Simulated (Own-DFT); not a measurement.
# A layer strained by its substrate: wurtzite AlGaN with randomly placed atoms, 128 atoms (Al48Ga16N64)

Everything here is calculated. The program is Own-DFT (plane waves, in-house, since retired, never reviewed by a person); positions were held fixed, and spin and spin-orbit coupling were off.

All runs used: PBE; PseudoDojo norm-conserving scalar-relativistic files (stringent for Ga); cutoff 96 hartree; 3 x 3 x 3 k mesh centred on Gamma; Gaussian smearing of 0.01 eV.

Known weak points: k mesh not checked against a denser one; stress not checked against mesh or cutoff.

Unstrained cell vectors in Å: (12.525, 0.000, 0.000); (-6.263, 10.847, 0.000); (0.000, 0.000, 10.066). The unstrained cell has measured lattice constants (interpolated for alloys), not those of this functional. That, the random moves and any unrelaxed bonds set the pressure at no strain. Each run strains x and y alike by e, as a substrate would, and holds the height along z. Each coordinate of each atom was shifted by a normal deviate of width 0.05 Å. The random placing of the alloy's atoms differs from row to row. Stress is positive in tension.

```
e (%),u (Å),(s_xx + s_yy)/2 (GPa),s_zz (GPa)
-2.00,0.050,-19.05,-9.38
-1.75,0.050,?,?
-1.50,0.050,-15.59,-9.75
-0.75,0.050,-10.20,-7.97
-0.25,0.050,-7.84,-7.65
0.50,0.048,-4.07,-3.78
0.75,0.048,-2.30,-4.68
1.25,0.049,0.19,-3.89
2.50,0.048,6.44,-3.20
3.00,0.050,8.49,-2.34
```

## What the rows give

With e as a fraction, the in-plane stress is -6.4 + 571 e - 2451 e² GPa (errors 9 and 467, scatter 0.34), and s_zz is -6.5 + 158 e GPa (slope ± 20, scatter 0.98). At e = 0 the first slope is C11 + C12 and the second 2 C13, both with the ions held to the strained lattice and at the cell's own pressure. The term in e² is negative: the layer stiffens under compression and softens under tension. A free layer would change its height as e changes, and the in-plane slope would drop by 2 C13²/C33 to the biaxial modulus. At fixed height, a misfit of 1 % moves the in-plane stress by about 5.7 GPa and s_zz by 1.6 GPa.

## Test on the hidden row

Q: what are the two stresses at e = -1.75 %?

The fit gives -17.2 and -9.2 GPa. DFT gave -17.34 and -8.97 GPa.
